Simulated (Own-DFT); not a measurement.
# Stretching a layer in its plane: wurtzite AlN, 72 atoms (Al36N36)

No measurement is shown. These are fixed-geometry runs of a retired plane-wave code named Own-DFT, which no person has reviewed; spin and spin-orbit coupling are neglected.

All runs used: PBE; PseudoDojo norm-conserving scalar-relativistic files; cutoff 42 hartree; 4 x 4 x 3 k mesh centred on Gamma; Gaussian smearing of 0.01 eV.

Keep in mind: k mesh not checked against a denser one; stress not checked against mesh or cutoff.

Unstrained cell vectors in Å: (9.336, 0.000, 0.000); (-4.668, 8.085, 0.000); (0.000, 0.000, 9.964). The unstrained cell has measured lattice constants (interpolated for alloys), not those of this functional. That, the random moves and any unrelaxed bonds set the pressure at no strain. Each run strains x and y alike by e, as a substrate would, and holds the height along z. Each coordinate of each atom was shifted by a normal deviate of width 0.05 Å. Stress is positive in tension.

| e (%) | u (Å) | (s_xx + s_yy)/2 (GPa) | s_zz (GPa) |
|---|---|---|---|
| -2.75 | 0.052 | -25.40 | -9.18 |
| -2.25 | 0.054 | -21.51 | -8.30 |
| -2.00 | 0.049 | -18.62 | -7.93 |
| -1.75 | 0.051 | -16.94 | -7.70 |
| -1.50 | 0.047 | ? | ? |
| -1.00 | 0.048 | -11.89 | -5.30 |
| -0.75 | 0.046 | -10.49 | -5.27 |
| -0.50 | 0.048 | -8.99 | -5.10 |
| 1.75 | 0.052 | 3.09 | -2.58 |
| 2.75 | 0.046 | 8.45 | -1.82 |

## Worked fit

With e as a fraction, the in-plane stress is -5.7 + 601 e - 3650 e² GPa (errors 9 and 618, scatter 0.48), and s_zz is -4.3 + 137 e - 1829 e² GPa (slope ± 6, scatter 0.33). At e = 0 the first slope is C11 + C12 and the second 2 C13, both with the ions held to the strained lattice and at the cell's own pressure. The term in e² is negative: the layer stiffens under compression and softens under tension. A free layer would change its height as e changes, and the in-plane slope would drop by 2 C13²/C33 to the biaxial modulus. At fixed height, a misfit of 1 % moves the in-plane stress by about 6.0 GPa and s_zz by 1.4 GPa.

## Prediction

Question: what are the two stresses at e = -1.50 %?

Estimate: -15.6 and -6.7 GPa. Computed: -15.69 and -6.74 GPa.
